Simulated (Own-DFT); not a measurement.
# What a defect does to the pressure of its cell: C11b WSi2

Source: density functional calculations with Own-DFT, an unreviewed in-house program that is no longer used. Nothing was measured or relaxed, and spin and spin-orbit coupling are left out.

All runs used: PBE; PseudoDojo norm-conserving scalar-relativistic files; cutoff 50 hartree; 5 x 5 x 5 k mesh centred on Gamma; cold (Marzari-Vanderbilt) smearing of 0.2 eV.

Limits: forces on such cells failed a check on a denser k mesh; stress not checked against mesh or cutoff.

All runs share one cell, with vectors in Å (-2.148, -5.953, 3.409); (-6.444, 2.976, 1.136); (-2.553, -2.948, -6.757) and a volume of 403.2 Å³. u is the rms random offset of the atoms per axis. The defect's site can differ from row to row.

| cell | formula | u (Å) | P (GPa) |
|---|---|---|---|
| no defect | Si20W10 | 0.0200 | 4.52 |
| no defect | Si20W10 | 0.0465 | 5.60 |
| no defect | Si20W10 | 0.0517 | 6.56 |
| one Si vacancy | Si19W10 | 0.0321 | 3.52 |
| one Si vacancy | Si19W10 | 0.0342 | 3.62 |
| one Si vacancy | Si19W10 | 0.0486 | 3.96 |
| one W on a Si site | Si19W11 | 0.0309 | 10.00 |
| one W on a Si site | Si19W11 | 0.0485 | 11.68 |
| one W on a Si site | Si19W11 | 0.0512 | 10.65 |
| one Si on a W site | Si21W9 | 0.0310 | 5.95 |
| one Si on a W site | Si21W9 | 0.0467 | 6.73 |
| one Si on a W site | Si21W9 | 0.0528 | 8.08 |
| one W vacancy | Si20W9 | 0.0311 | 4.17 |
| one W vacancy | Si20W9 | 0.0324 | 3.68 |
| one W vacancy | Si20W9 | 0.0502 | 4.28 |
| one W vacancy | Si20W9 | 0.0517 | ? |

## What the rows give

P = P0 + c u² + a shift for each defect gives P0 = 4.38 GPa, c = 679 ± 164 GPa/Å² and a scatter of 0.48 GPa. The shifts, and each times the cell's volume:

- one W on a Si site: 5.06 ± 0.40 GPa, 12.7 eV
- one Si on a W site: 1.20 ± 0.40 GPa, 3.0 eV
- one W vacancy: -1.36 ± 0.40 GPa, -3.4 eV
- one Si vacancy: -1.71 ± 0.40 GPa, -4.3 eV

Against the defect-free cell, a freed cell would be larger where the shift is positive and smaller where it is negative (160.2 GPa Å³ is 1 eV). The atoms around the defects weren't relaxed, which would change these numbers.

## The run left out

The question: what pressure belongs in the blank (one W vacancy, u = 0.0517 Å)?

The fit gives 4.83 ± 0.59 GPa. The hidden result is 4.54 GPa.
